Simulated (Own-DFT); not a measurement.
# Shaking the atoms of monoclinic HfO2, 96 atoms (Hf32O64)

All numbers below are calculated, not measured. The program, named Own-DFT, is a retired in-house plane-wave density functional code that no person has reviewed. Each row is one single-point run on a periodic cell that was not relaxed, without spin or spin-orbit coupling.

Settings of every run: PBE; PseudoDojo norm-conserving scalar-relativistic files; cutoff 72 hartree; 2 x 2 x 2 k mesh centred on Gamma; Fermi-Dirac smearing of 0.1 eV.

Known limits, some of them of some rows only: some atoms lie very close together; hafnium file: forces about 75 meV/angstrom off all-electron values; oxygen file: force components 24 meV/angstrom off all-electron in a glass; forces on such cells passed a denser k mesh, each cell not checked; stress not checked against mesh or cutoff.

Cell vectors in Å: (10.234, 0.000, 0.000); (0.000, 10.350, 0.000); (-1.696, 0.000, 10.445). In each run every atom was moved at random and independently from its ideal site; u is the rms move along one axis. E is the free energy for each atom above the fitted value at u = 0, and F the rms of the force components.

| run | u (Å) | E (meV/atom) | F (eV/Å) | largest force (eV/Å) | P (GPa) |
|---|---|---|---|---|---|
| 1 | 0.0191 | 9.7 | 0.411 | 1.39 | 3.95 |
| 2 | 0.0200 | 9.8 | 0.409 | 1.40 | 3.97 |
| 3 | 0.0208 | 11.5 | 0.439 | 2.19 | 3.94 |
| 4 | 0.0472 | 49.6 | 0.922 | 3.56 | 4.81 |
| 5 | 0.0549 | ? | ? | ? | ? |
| 6 | 0.0765 | 144.8 | 1.759 | 8.39 | 8.53 |
| 7 | 0.0785 | 166.2 | 1.924 | 11.26 | 9.89 |
| 8 | 0.0852 | 192.2 | 2.055 | 8.70 | 10.72 |
| 9 | 0.1181 | 379.1 | 3.343 | 15.95 | 16.55 |
| 10 | 0.1510 | 577.6 | 4.082 | 21.32 | 21.72 |

## Worked fit

For small independent moves the energy grows as E = (3/2) K u², with K the mean stiffness felt by one atom. The runs with u up to 0.11 Å give K = 16.9 ± 0.6 eV/Å², with residuals divided by u² + 0.0006 Å², since the noise grows with the moves. The scatter is 4.4 meV/atom at u = 0.05 Å. The forces follow F = G u with G = 22.1 eV/Å²; no force at u = 0 is resolved. G exceeds K because the moves of its neighbours add to the force on an atom, and stiffness differs between atoms. At u = 0.151 Å the parabola gives 579 meV/atom and the run 578. The pressure follows P = 3.37 + 980 u² GPa: at fixed volume, shortened bonds push harder than stretched ones pull.

## Withheld run

Question: what energy and rms force should run 5 give?

The fit gives 76 ± 6 meV/atom and about 1.21 eV/Å. The calculation gave 77.5 meV/atom and 1.247 eV/Å.
